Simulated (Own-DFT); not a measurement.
# Which arrangement is lower? C36Si36, 72 atoms

The numbers are computed, not measured, by runs of the plane-wave DFT program Own-DFT (in-house, retired, unreviewed) at fixed positions, with no spin and no spin-orbit coupling.

Method: PBE; PseudoDojo norm-conserving scalar-relativistic files; cutoff 42 hartree; 4 x 4 x 3 k mesh centred on Gamma; Fermi-Dirac smearing of 0.1 eV.

Caveats: forces on such cells passed a denser k mesh, each cell not checked; stress not checked against mesh or cutoff.

All cells hold the same atoms in the same cell, with vectors in Å (9.248, 0.000, 0.000); (-4.624, 8.009, 0.000); (0.000, 0.000, 10.068). u is the rms random offset of the atoms per axis. Free energies are per cell, over the lowest run. The arrangements:

- A: 2H SiC
- B: 4H SiC

| arrangement | u (Å) | E (eV) | P (GPa) |
|---|---|---|---|
| A | 0.0289 | 0.289 | 3.85 |
| A | 0.0312 | 0.641 | 4.01 |
| A | 0.0315 | 0.718 | 3.95 |
| A | 0.0585 | 6.909 | 6.01 |
| A | 0.0606 | 8.048 | 6.54 |
| A | 0.0611 | 7.738 | 6.35 |
| B | 0.0303 | 0.000 | 3.62 |
| B | 0.0306 | 0.322 | 3.88 |
| B | 0.0332 | 0.748 | 3.91 |
| B | 0.0565 | 6.999 | 6.27 |
| B | 0.0577 | 6.437 | 5.74 |
| B | 0.0588 | 6.875 | 5.86 |

Q: how far apart are the arrangements at u = 0?

## Worked answer

Fit E = a + b u², with one b for all and one a for each arrangement, and with residuals divided by u², since the noise grows with the moves. Then b = 2683 eV/Å², the scatter at u = 0.04 Å is 0.19 eV, and against A:

- B: -0.33 ± 0.09 eV (lower)

The cells share one lattice and weren't relaxed, which can shift such small differences either way.
